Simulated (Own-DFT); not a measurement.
# Biaxial strain at fixed height in diamond-structure SiGeSn with randomly placed atoms, 64 atoms (Ge52Si8Sn4)

Everything here is calculated. The program is Own-DFT (plane waves, in-house, since retired, never reviewed by a person); positions were held fixed, and spin and spin-orbit coupling were off.

Common settings: PBE; PseudoDojo norm-conserving scalar-relativistic files; cutoff 49 hartree; 3 x 3 x 3 k mesh centred on Gamma; Fermi-Dirac smearing of 0.1 eV.

Known weak points: forces on such cells moved up to 12 meV/angstrom on a denser k mesh; stress not checked against mesh or cutoff.

Unstrained cell vectors in Å: (11.363, 0.000, 0.000); (0.000, 11.363, 0.000); (0.000, 0.000, 11.363). The unstrained cell has measured lattice constants (interpolated for alloys), not those of this functional. That, the random moves and any unrelaxed bonds set the pressure at no strain. Each run strains x and y alike by e, as a substrate would, and holds the height along z. Each coordinate of each atom was shifted by a normal deviate of width 0.05 Å. The random placing of the alloy's atoms differs from row to row. Stress is positive in tension.

```
e (%)  u (Å)  (s_xx + s_yy)/2 (GPa)  s_zz (GPa)
-2.50  0.053                  -9.60       -7.76
-2.25  0.049                  -9.06       -7.52
-2.00  0.049                  -8.71       -7.37
-1.00  0.047                  -6.33       -5.72
-0.75  0.052                  -6.02       -5.54
-0.50  0.048                      ?           ?
 0.50  0.051                  -3.56       -4.02
 1.25  0.054                  -2.60       -3.28
 1.50  0.050                  -1.89       -2.94
 2.75  0.049                  -0.25       -1.84
```

## Analysis

With e as a fraction, the in-plane stress is -4.5 + 182 e - 940 e² GPa (errors 3 and 182, scatter 0.14), and s_zz is -4.6 + 117 e - 579 e² GPa (slope ± 2, scatter 0.11). At e = 0 the first slope is C11 + C12 and the second 2 C12, both with the ions held to the strained lattice and at the cell's own pressure. The term in e² is negative: the layer stiffens under compression and softens under tension. A free layer would change its height as e changes, and the in-plane slope would drop by 2 C12²/C11 to the biaxial modulus. At fixed height, a misfit of 1 % moves the in-plane stress by about 1.8 GPa and s_zz by 1.2 GPa.

## The run left out

Question: what are the two stresses at e = -0.50 %?

The fitted form gives -5.5 and -5.2 GPa. DFT gave -5.73 and -5.18 GPa.
